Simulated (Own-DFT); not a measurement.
# Point defects and the pressure they add: 2H SiC

No measurement is shown. These are fixed-geometry runs of a retired plane-wave code named Own-DFT, which no person has reviewed; spin and spin-orbit coupling are neglected.

Common settings: PBE; PseudoDojo norm-conserving scalar-relativistic files; cutoff 42 hartree; 4 x 4 x 3 k mesh centred on Gamma; Fermi-Dirac smearing of 0.1 eV.

Known weak points (not all hold for every row): not probed for a lower state with spin; forces on such cells moved up to 12 meV/angstrom on a denser k mesh; forces on such cells passed a denser k mesh, each cell not checked; stress not checked against mesh or cutoff.

All runs share one cell, with vectors in Å (9.248, 0.000, 0.000); (-4.624, 8.009, 0.000); (0.000, 0.000, 10.068) and a volume of 745.7 Å³. Atoms were moved at random from their sites; u is the rms move along one axis. The defect's site can differ from row to row.

| cell | formula | u (Å) | P (GPa) |
|---|---|---|---|
| no defect | C36Si36 | 0.0313 | 3.92 |
| no defect | C36Si36 | 0.0314 | 3.99 |
| no defect | C36Si36 | 0.0587 | 5.86 |
| one C vacancy | C35Si36 | 0.0285 | 3.61 |
| one C vacancy | C35Si36 | 0.0291 | 3.82 |
| one C vacancy | C35Si36 | 0.0314 | 3.88 |
| one C on a Si site | C37Si35 | 0.0280 | 1.66 |
| one C on a Si site | C37Si35 | 0.0308 | 1.98 |
| one C on a Si site | C37Si35 | 0.0494 | 3.50 |
| two Al on a Si site each | Al2C36Si34 | 0.0285 | 5.89 |
| two Al on a Si site each | Al2C36Si34 | 0.0312 | ? |
| two Al on a Si site each | Al2C36Si34 | 0.0469 | 7.05 |
| two Al on a Si site each | Al2C36Si34 | 0.0492 | 7.01 |
| two N on a C site each | C34N2Si36 | 0.0315 | 3.01 |
| two N on a C site each | C34N2Si36 | 0.0318 | 3.17 |
| two N on a C site each | C34N2Si36 | 0.0513 | 4.11 |

## Analysis

P = P0 + c u² + a shift for each defect gives P0 = 3.16 GPa, c = 796 ± 55 GPa/Å² and a scatter of 0.17 GPa. The shifts, and each times the cell's volume:

- two Al on a Si site each: 2.05 ± 0.14 GPa, 9.6 eV (4.8 eV for each of its 2 sites)
- one C vacancy: -0.09 ± 0.14 GPa, -0.4 eV (not resolved)
- two N on a C site each: -0.96 ± 0.14 GPa, -4.5 eV (-2.2 eV for each of its 2 sites)
- one C on a Si site: -1.88 ± 0.14 GPa, -8.8 eV

A positive shift means that the defect pushes the cell outwards. Shift times volume (160.2 GPa Å³ is 1 eV) depends little on the cell's size, so, taken for each site, it can be compared between cells at like pressure. The atoms around the defects weren't relaxed, which would change these numbers.

## Test on the hidden row

Asked: what pressure belongs in the blank (two Al on a Si site each, u = 0.0312 Å)?

From the fit: 5.99 ± 0.20 GPa. The hidden result is 5.79 GPa.
